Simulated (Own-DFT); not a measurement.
# Stretching a layer in its plane: wurtzite AlGaN with randomly placed atoms, 72 atoms (Al27Ga9N36)

No measurement is shown. These are fixed-geometry runs of a retired plane-wave code named Own-DFT, which no person has reviewed; spin and spin-orbit coupling are neglected.

Method: PBE; PseudoDojo norm-conserving scalar-relativistic files (stringent for Ga); cutoff 96 hartree; 4 x 4 x 3 k mesh centred on Gamma; Gaussian smearing of 0.01 eV.

Limits: forces on such cells passed a denser k mesh, each cell not checked; stress not checked against mesh or cutoff.

Unstrained cell vectors in Å: (9.394, 0.000, 0.000); (-4.697, 8.135, 0.000); (0.000, 0.000, 10.066). The unstrained cell has measured lattice constants (interpolated for alloys), not those of this functional. That, the random moves and any unrelaxed bonds set the pressure at no strain. Each run strains x and y alike by e, as a substrate would, and holds the height along z. Each coordinate of each atom was shifted by a normal deviate of width 0.05 Å. The random placing of the alloy's atoms differs from row to row. Stress is positive in tension.

```
e (%),u (Å),(s_xx + s_yy)/2 (GPa),s_zz (GPa)
-3.00,0.048,-26.74,-11.01
-1.75,0.049,-16.72,-10.05
-1.25,0.049,-14.68,-7.17
-1.00,0.049,?,?
-0.50,0.048,-9.39,-6.57
-0.25,0.050,-7.69,-7.98
0.25,0.048,-4.91,-6.05
1.00,0.052,-0.93,-5.16
1.25,0.052,0.29,-5.52
2.00,0.048,3.51,-2.70
```

## Worked fit

With e as a fraction, the in-plane stress is -6.3 + 569 e - 3603 e² GPa (errors 10 and 575, scatter 0.40), and s_zz is -6.5 + 152 e GPa (slope ± 20, scatter 0.88). At e = 0 the first slope is C11 + C12 and the second 2 C13, both with the ions held to the strained lattice and at the cell's own pressure. The term in e² is negative: the layer stiffens under compression and softens under tension. A free layer would change its height as e changes, and the in-plane slope would drop by 2 C13²/C33 to the biaxial modulus. At fixed height, a misfit of 1 % moves the in-plane stress by about 5.7 GPa and s_zz by 1.5 GPa.

## Withheld run

Q: what are the two stresses at e = -1.00 %?

From the fit: -12.4 and -8.0 GPa. Computed: -11.57 and -7.98 GPa.
